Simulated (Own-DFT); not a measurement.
# Strain and stress in diamond-structure GeSn with randomly placed atoms, 64 atoms (Ge56Sn8)

All numbers below are calculated, not measured. They come from Own-DFT, an in-house plane-wave density functional program, since retired, whose code no person has reviewed. Each row is one single-point run on a periodic cell that was not relaxed, without spin or spin-orbit coupling.

Settings of every run: PBE; PseudoDojo norm-conserving scalar-relativistic files; cutoff 49 hartree; 3 x 3 x 3 k mesh centred on Gamma; Fermi-Dirac smearing of 0.1 eV.

Known limits: forces on such cells moved up to 12 meV/angstrom on a denser k mesh; stress not checked against mesh or cutoff.

Unstrained cell vectors in Å: (11.524, 0.000, 0.000); (0.000, 11.524, 0.000); (0.000, 0.000, 11.524). The unstrained cell has measured lattice constants (interpolated for alloys), not those of this functional. That, the random moves and any unrelaxed bonds set the pressure at no strain. Each run strains this cell uniformly, with the atoms carried along. Every atom was also moved at random, by a Gaussian of width 0.05 Å on each axis. The random placing of the alloy's atoms differs from row to row. Strain is the symmetric tensor, in per cent. Stress is positive in tension, and the pressure is minus a third of its trace.

```
run  e_xx (%)  e_yy (%)  e_zz (%)  s_xx (GPa)  s_yy (GPa)  s_zz (GPa)  P (GPa)  E (meV/atom)
  1     -1.75     -1.75      0.00       -8.24       -8.34       -7.27     7.95          54.5
  2     -0.25     -0.25      0.00       -5.63       -5.60       -5.50     5.58          33.6
  3      1.50      1.50      0.00       -2.92       -2.89       -3.67     3.16          15.5
  4      2.25      2.25      0.00       -1.92       -1.83       -3.11     2.29          15.0
  5      2.00      2.00      0.00       -2.07       -1.98       -3.12     2.39           4.7
  6     -1.50     -1.50      0.00       -7.97       -7.86       -7.15     7.66          58.1
  7     -2.50     -2.50      0.00      -10.11      -10.08       -8.46     9.55          88.2
  8      2.75      2.75      0.00       -0.99       -1.04       -2.43     1.49           0.0
  9      1.75      1.75      0.00           ?           ?           ?        ?             ?
```

E is the free energy for each atom above the lowest run shown.

## Worked fit

The change of volume is close to e_xx + e_yy + e_zz. A straight line through the runs shown gives P = 5.50 - 75 x (fractional change of volume) GPa, with an error of 2 on the slope and a scatter of 0.23 GPa. The strain isn't the same on all axes, but the crystal is cubic, so the slope still estimates the bulk modulus, averaged over pressures from 1.5 to 9.6 GPa.

## Withheld run

Question: what pressure should run 9 give? Its volume changes by 3.53 %.

The line gives 2.9 GPa. The calculation gave 2.81 GPa.
